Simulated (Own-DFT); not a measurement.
# Computed records: GaP (zincblende, strongly disordered by large displacements), InAs (zincblende, strongly disordered by large displacements)

A calculation, not a measurement: plane-wave PBE density functional theory by an unreviewed code, no spin, of a simulated periodic cell, stress positive in tension, free energy of the whole cell less one offset for each atom, forces on such cells passed a denser k mesh, this cell's mesh not checked; broken bonds can close the gap or carry spin, so checks made on this kind of crystal may not hold here; offsets are fitted by least squares, one for each functional and potential file, so energies compare only between cells with the same atoms and settings and are not formation energies; the far tail of each file's local potential was reset to the Coulomb form; each entry is a single point on an unrelaxed cell, so the pressure reflects the starting lattice, mostly measured values (interpolated for alloys), from which strain is counted, and rises with the displacements; printed positions are rounded, which can move forces by about a meV/angstrom; the program, named Own-DFT, is a retired in-house code; no spin-orbit coupling. Program: Own-DFT development build.

Common to all runs: functional PBE; potential files PseudoDojo norm-conserving, scalar-relativistic, standard set; wave cutoff 42 hartree; occupations Fermi-Dirac; smearing width 0.1 eV; k mesh 3 x 3 x 3 centred on Gamma.

(1) GaP (zincblende, strongly disordered by large displacements)

```xyz
64
Lattice="10.9010 0.0000 0.0000 0.0000 10.9010 0.0000 0.0000 0.0000 10.9010" Properties=species:S:1:pos:R:3 GaP
Ga     0.0262    10.8928    10.4542
Ga     0.1439     2.6397     2.5642
Ga     2.8609     0.0293     2.7460
Ga     2.8854     2.3894     0.2421
P      1.5991     1.3127     1.5031
P      1.1550     4.2171     4.0844
P      4.1053     1.5051     4.0217
P      3.9658     4.2194     1.1594
Ga    10.6903     0.3727     5.4855
Ga    10.6516     2.5669     8.0086
Ga     2.8970    10.8452     7.9088
Ga     2.6240     2.6603     5.2943
P      1.0747     1.2151     6.7812
P      1.3906     3.9641     9.2481
P      3.9980     1.6507     9.3121
P      3.5617     4.5474     6.6518
Ga    10.7508     5.6494     0.3207
Ga     0.0402     8.2450     3.0987
Ga     2.3923     6.0634     2.7136
Ga     2.6246     8.3999     0.0105
P      1.2085     6.8605     1.2630
P      1.1156     9.7486     4.1888
P      4.0386     6.4921     3.8782
P      3.8922     9.0476     1.5407
Ga     0.0526     5.6032     5.7300
Ga     0.2505     8.5788     8.1473
Ga     2.6813     5.5973     8.4068
Ga     2.2010     8.2758     5.3247
P      1.7450     6.5471     6.8164
P      1.1238     9.2732     9.8945
P      4.1328     6.7052     9.2545
P      4.1970     9.3042     7.0606
Ga     5.5149    10.8977     0.2134
Ga     5.5471     2.7047     2.4811
Ga     7.9338    10.5620     2.6036
Ga     8.1473     2.5404     0.0070
P      6.7208     1.1627     1.5335
P      6.8897     4.2991     3.9957
P      9.4812     1.7312     4.1394
P      9.4395     3.9268     1.5670
Ga     5.7279    10.6378     5.1114
Ga     5.3337     2.6541     8.1502
Ga     7.9562    10.7071     8.0973
Ga     8.2230     2.9963     5.4005
P      6.5796     1.5901     6.9698
P      6.7125     4.0702     9.7573
P      9.4602     1.4024     9.2444
P      9.6483     4.0786     6.5554
Ga     5.7508     5.3892     0.0714
Ga     5.4520     8.0636     2.8208
Ga     8.3889     5.3987     2.5000
Ga     8.1162     8.2198    10.8284
P      6.7658     7.1135     0.9731
P      7.0702     9.4992     4.1088
P      9.5820     7.0551     4.3834
P      9.6452     9.7026     1.4028
Ga     5.3077     5.8655     5.4774
Ga     5.2516     8.0979     8.2801
Ga     8.3463     5.6650     7.7494
Ga     8.0725     8.1917     5.7621
P      6.6096     7.0049     6.8941
P      6.5774     9.0662     9.4382
P      9.4418     6.5619     9.2527
P      9.6084     9.6945     6.8726
```

Here we set hardware one NVIDIA H100.

The calculation gives: free energy of cell above offsets 1.001 eV; pressure 10.46 GPa; stress xx -11.32 GPa; stress yy -8.76 GPa; stress zz -11.29 GPa; stress yz -0.74 GPa; stress xz -1.56 GPa; stress xy -0.39 GPa; wall time 540.1 s.

Force:
| element | x (eV/Å) | y (eV/Å) | z (eV/Å) |
| --- | --- | --- | --- |
| Ga | -2.203 | 3.707 | 2.799 |
| Ga | -0.347 | 1.135 | 1.797 |
| Ga | 0.332 | -1.873 | 1.039 |
| Ga | 1.082 | 3.112 | -2.515 |
| P | -3.139 | -1.595 | -1.117 |
| P | 1.01 | 0.033 | -0.814 |
| P | 1.609 | -1.557 | 0.064 |
| P | 0.685 | -0.03 | 1.373 |
| Ga | -2.974 | -2.591 | -3.041 |
| Ga | 2.609 | 3.513 | -0.887 |
| Ga | -1.124 | 1.58 | 1.288 |
| Ga | -1.035 | 1.522 | 1.041 |
| P | 5.435 | 1.82 | 2.311 |
| P | -1.209 | -0.719 | 2.341 |
| P | -2.592 | -4.205 | 2.677 |
| P | 2.407 | -2.278 | -1.349 |
| Ga | -2.83 | -4.005 | -3.755 |
| Ga | -1.055 | -0.394 | -3.014 |
| Ga | 0.037 | -4.944 | 1.302 |
| Ga | 2.356 | -4.103 | -0.318 |
| P | 0.134 | 4.469 | -0.13 |
| P | 1.249 | 2.836 | -0.437 |
| P | 1.511 | 3.326 | 0.36 |
| P | 1.524 | 4.087 | 1.351 |
| Ga | 0.337 | 0.305 | -1.979 |
| Ga | -1.35 | -3.416 | -2.848 |
| Ga | -1.866 | -3.555 | 1.494 |
| Ga | 2.782 | -1.529 | 1.915 |
| P | -2.464 | 3.619 | -2.165 |
| P | 0.703 | 1.043 | -1.999 |
| P | 0.626 | -0.193 | 6.442 |
| P | -2.509 | 2.865 | -6.107 |
| Ga | -2.402 | -2.341 | -3.047 |
| Ga | -1.959 | 3.162 | 1.641 |
| Ga | 3.345 | 2.644 | -1.745 |
| Ga | -0.242 | 0.76 | -0.128 |
| P | 2.294 | 0.885 | -0.852 |
| P | -1.273 | 0.069 | 0.042 |
| P | 0.195 | -2.648 | -2.09 |
| P | 2.435 | -2.347 | -3.743 |
| Ga | -4.508 | 4.301 | 3.947 |
| Ga | -0.094 | 5.511 | 0.678 |
| Ga | -1.043 | 0.783 | 0.554 |
| Ga | -3.129 | -0.552 | -0.246 |
| P | 4.134 | -3.341 | -4.327 |
| P | 2.716 | -3.143 | -4.06 |
| P | -2.397 | -2.515 | 3.267 |
| P | -0.586 | 0.606 | 2.648 |
| Ga | -3.829 | 1.464 | 1.133 |
| Ga | 0.878 | -1.046 | 0.022 |
| Ga | -3.066 | 4.023 | 2.981 |
| Ga | 4.553 | 1.48 | -2.061 |
| P | -1.479 | -2.558 | 5.055 |
| P | -0.11 | -4.88 | 0.511 |
| P | -0.822 | -2.189 | -0.454 |
| P | -0.16 | -1.002 | -1.003 |
| Ga | 0.404 | -3.13 | 0.64 |
| Ga | 0.486 | -1.809 | -0.957 |
| Ga | -2.112 | -2.702 | -0.869 |
| Ga | 1.819 | 0.923 | -0.651 |
| P | 0.921 | -1.337 | -0.302 |
| P | 3.572 | 5.844 | 3.029 |
| P | 2.684 | 3.469 | 3.883 |
| P | -0.958 | -0.371 | -0.616 |

(2) InAs (zincblende, strongly disordered by large displacements)

```xyz
64
Lattice="12.1166 0.0000 0.0000 0.0000 12.1166 0.0000 0.0000 0.0000 12.1166" Properties=species:S:1:pos:R:3 InAs
In    11.9788    11.9780    11.6240
In     0.2515     3.5198     2.8330
In     3.6439    11.7261     3.2112
In     3.1953     2.9921     0.4511
As     1.4129     1.4423     1.6256
As     1.6052     4.8680     4.8433
As     4.6033     0.9033     4.7402
As     4.3044     4.1958     1.7935
In     0.1701     0.2392     6.2278
In    12.1015     3.0548     9.6079
In     3.2759    12.0467     9.0914
In     3.1585     3.5617     5.3315
As     1.3881     1.6519     7.3779
As     1.3683     4.3467    10.4892
As     4.6942     1.2627    11.1300
As     4.4030     4.5139     7.5129
In     0.0890     6.4521    11.4704
In    11.8604     8.6168     3.2809
In     3.4031     5.7455     2.8639
In     2.7293     8.9991     0.0489
As     1.3620     7.7382     1.0479
As     1.2854    11.4641     4.7044
As     4.6961     8.0322     4.3643
As     4.6184     9.9606     2.0594
In     0.2371     6.3379     6.0932
In    11.8471     9.2776     9.3841
In     2.9129     5.5979     9.5926
In     2.2019     8.8521     5.8923
As     1.1932     7.7875     7.3784
As     1.1937    10.6919    10.4780
As     4.5339     7.0404    10.3987
As     4.8627    10.8679     7.1894
In     6.5602    11.9124     0.0535
In     5.6892     2.8426     2.8098
In     9.1258     0.5368     3.2694
In     8.6474     3.0571     0.1091
As     7.4440     2.0273     2.0253
As     7.5806     4.9931     5.3837
As    10.6352     1.3865     4.4287
As    10.6022     4.9387     0.7671
In     6.2737    12.1163     6.3544
In     6.1977     3.2699     8.6825
In     8.9170    11.7505     8.9139
In     8.9368     3.2659     6.4376
As     7.4843     0.9558     7.7416
As     7.7563     4.7009    10.7369
As    10.5874     1.4631    10.2803
As    10.5411     4.3659     8.1095
In     6.5377     5.5808     0.0695
In     6.3275     8.7922     3.3060
In     8.7221     5.9106     2.3819
In     9.0604     9.3019    12.0395
As     7.5834     7.7785     1.8859
As     8.0015    10.0571     4.3937
As    10.5907     7.3725     4.3758
As    10.7279    10.4088     1.5642
In     5.9732     5.8302     6.4588
In     5.7474     9.6356     9.0978
In     9.1296     6.1877     9.4062
In     8.9951     8.8245     6.0973
As     7.7632     7.9038     7.8843
As     7.1070    10.4173    10.8191
As    10.5655     8.0894    10.6925
As    11.0019    10.9844     7.2347
```

Here we set hardware one NVIDIA H200.

It finds free energy of cell above offsets 41.848 eV; pressure 17.41 GPa; stress xx -20.27 GPa; stress yy -16.5 GPa; stress zz -15.46 GPa; stress yz -2.31 GPa; stress xz 2.53 GPa; stress xy -2.22 GPa; wall time 1355 s.

Force:
| element | x (eV/Å) | y (eV/Å) | z (eV/Å) |
| --- | --- | --- | --- |
| In | -3.509 | 3.568 | 5.275 |
| In | -1.051 | -0.38 | -0.262 |
| In | -4.275 | -0.522 | -2.176 |
| In | -5.106 | -5.68 | -6.012 |
| As | 0.275 | -0.478 | -0.23 |
| As | -5.579 | 3.886 | -4.852 |
| As | 1.42 | 5.64 | 2.27 |
| As | 5.283 | 2.262 | -2.93 |
| In | -3.561 | 5.15 | 0.603 |
| In | -3.212 | -4.367 | -5.673 |
| In | -0.715 | 0.854 | -0.234 |
| In | 6.944 | -7.64 | 3.389 |
| As | 4.456 | 4.836 | 4.198 |
| As | 2.539 | 2.33 | 7.014 |
| As | -0.358 | 0.816 | -1.157 |
| As | -3.635 | -1.251 | 1.315 |
| In | 0.537 | -1.425 | 0.469 |
| In | 5.966 | 6.316 | -5.524 |
| In | -4.44 | 9.193 | 5.195 |
| In | 6.286 | 4.932 | -4.236 |
| As | -4.44 | -5.327 | 6.316 |
| As | 5.747 | -6.448 | -7.9 |
| As | -9.052 | -5.314 | 5.684 |
| As | -0.877 | -0.444 | -4.076 |
| In | -5.549 | -3.614 | -2.061 |
| In | 1.539 | 1.932 | -6.874 |
| In | 2.489 | 1.917 | -4.132 |
| In | 5.272 | 6.366 | -7.139 |
| As | -0.901 | -0.404 | 11.73 |
| As | 7.897 | -1.843 | -1.795 |
| As | 2.371 | 3.199 | 1.8 |
| As | -9.498 | -7.222 | 3.713 |
| In | -3.25 | 7.099 | 6.99 |
| In | -3.631 | -0.715 | 7.489 |
| In | -5.843 | -5.358 | -4.857 |
| In | 3.083 | -1.7 | -0.084 |
| As | 7.082 | -4.632 | -3.564 |
| As | 5.969 | -2.475 | -6.435 |
| As | 6.362 | 5.602 | 5.361 |
| As | -0.154 | -1.386 | 1.575 |
| In | 2.717 | 1.24 | -10.62 |
| In | 0.927 | -1.601 | 1.628 |
| In | 3.389 | -2.128 | 1.884 |
| In | 0.875 | -2.289 | 0.014 |
| As | 3.789 | 8.795 | 4.161 |
| As | 2.785 | -4.271 | -7.549 |
| As | -4.065 | -2.124 | 1.753 |
| As | 0.269 | 1.563 | -1.105 |
| In | -6.948 | 5.412 | 6.663 |
| In | 3.003 | 4.578 | 0.132 |
| In | 3.122 | -3.581 | 2.134 |
| In | -1.487 | 0.801 | 2.585 |
| As | 2.006 | -0.433 | -7.231 |
| As | 0.369 | 4.779 | -0.898 |
| As | -5.901 | -6.245 | 4.973 |
| As | -0.378 | 1.642 | 0.093 |
| In | -3.897 | 6.542 | 2.358 |
| In | -1.119 | -3.214 | -1.569 |
| In | 1.289 | 1.542 | -1.698 |
| In | 3.318 | -0.115 | 0.478 |
| As | -2.209 | -1.36 | 2.011 |
| As | 5.017 | -5.329 | -3.948 |
| As | -3.292 | -4.584 | 0.826 |
| As | -6.46 | -6.893 | 4.738 |
